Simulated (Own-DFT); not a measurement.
# What a defect does to the pressure of its cell: C11b WSi2

No measurement is shown. These are fixed-geometry runs of a retired plane-wave code named Own-DFT, which no person has reviewed; spin and spin-orbit coupling are neglected.

All runs used: PBE; PseudoDojo norm-conserving scalar-relativistic files; cutoff 50 hartree; 5 x 5 x 5 k mesh centred on Gamma; cold (Marzari-Vanderbilt) smearing of 0.2 eV.

Limits: forces on such cells failed a check on a denser k mesh; stress not checked against mesh or cutoff.

All runs share one cell, with vectors in Å (-2.148, -5.953, 3.409); (-6.444, 2.976, 1.136); (-2.553, -2.948, -6.757) and a volume of 403.2 Å³. Atoms were moved at random from their sites; u is the rms move along one axis. The defect's site can differ from row to row.

```
              cell  formula   u (Å)  P (GPa)
         no defect  Si20W10  0.0196     4.47
         no defect  Si20W10  0.0451     5.43
         no defect  Si20W10  0.0488     6.16
one W on a Si site  Si19W11  0.0321    10.17
one W on a Si site  Si19W11  0.0456    10.62
one W on a Si site  Si19W11  0.0515    10.90
one Si on a W site   Si21W9  0.0314        ?
one Si on a W site   Si21W9  0.0315     6.08
one Si on a W site   Si21W9  0.0455     7.16
one Si on a W site   Si21W9  0.0508     8.08
    one Si vacancy  Si19W10  0.0305     3.39
    one Si vacancy  Si19W10  0.0341     3.08
    one Si vacancy  Si19W10  0.0483     3.90
```

## Fit

P = P0 + c u² + a shift for each defect gives P0 = 4.18 GPa, c = 736 ± 133 GPa/Å² and a scatter of 0.33 GPa. The shifts, and each times the cell's volume:

- one W on a Si site: 4.98 ± 0.27 GPa, 12.5 eV
- one Si on a W site: 1.54 ± 0.27 GPa, 3.9 eV
- one Si vacancy: -1.81 ± 0.27 GPa, -4.5 eV

Against the defect-free cell, a freed cell would be larger where the shift is positive and smaller where it is negative (160.2 GPa Å³ is 1 eV). The atoms around the defects weren't relaxed, which would change these numbers.

## Withheld run

The question: what pressure belongs in the blank (one Si on a W site, u = 0.0314 Å)?

The fitted form gives 6.45 ± 0.40 GPa. Computed: 6.57 GPa.
